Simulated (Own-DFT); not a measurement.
# One cell, two functionals

All numbers below are calculated, not measured. The program, named Own-DFT, is a retired in-house plane-wave density functional code that no person has reviewed. Each row is one single-point run on a periodic cell that was not relaxed, without spin or spin-orbit coupling.

Known limits, some of them of some rows only: forces on such cells failed a check on a denser k mesh; forces on such cells moved up to 12 meV/angstrom on a denser k mesh; forces on such cells passed a denser k mesh, each cell not checked; stress not checked against mesh or cutoff.

Each cell was run twice at the same cutoff, k mesh and smearing, with PBE and with PBEsol, on PseudoDojo norm-conserving files made for PBE. Atoms were moved at random from their sites; u is the rms move along one axis. Files made for PBEsol would give a somewhat different change.

```
cell,atoms,volume (Å³/atom),u (Å),cutoff (hartree),P with PBE (GPa),P with PBEsol (GPa),change (GPa)
C40 NbSi2 with one Si vacancy (Nb12Si23),35,15.06,0.031,42,1.03,-2.54,-3.57
C40 NbSi2 with one Si vacancy (Nb12Si23),35,15.06,0.052,42,2.20,-1.38,-3.58
C40 NbSi2 with one Si vacancy (Nb12Si23),35,15.06,0.030,42,1.08,-2.49,-3.57
D0_22 TiAl3 (Al30Ti10),40,15.63,0.161,42,10.05,8.14,-1.91
D0_22 TiAl3 (Al30Ti10),40,15.43,0.050,42,4.49,2.54,-1.94
D0_22 TiAl3 (Al30Ti10),40,15.54,0.052,42,3.51,1.59,-1.92
L1_0 TiAl (Al16Ti16),32,16.06,0.020,42,1.18,-1.66,-2.84
L1_0 TiAl (Al16Ti16),32,16.06,0.017,42,1.15,-1.69,-2.84
L1_0 TiAl (Al16Ti16),32,16.06,0.047,42,1.62,?,?
beta-Si3N4 (N64Si48),112,10.41,0.050,42,8.58,6.17,-2.41
beta-Si3N4 (N24Si18),42,10.41,0.016,42,5.47,3.06,-2.41
beta-Si3N4 (N64Si48),112,10.48,0.051,42,7.24,4.84,-2.40
```

## Worked reading

Mean change of pressure by composition, in GPa: Nb12Si23, -3.58; AlTi, -2.84; N4Si3, -2.41; Al3Ti, -1.92. At a fixed cell PBEsol gives the lower pressure, because it favours a smaller volume than PBE. Here the change varies more between materials than between cells of one material.

## Withheld value

Question: what PBEsol pressure should the Al16Ti16 cell with the blank give?

Adding the mean change of the cells with its composition, -2.84 GPa, to 1.62 gives -1.2 GPa. The calculation gave -1.22 GPa.
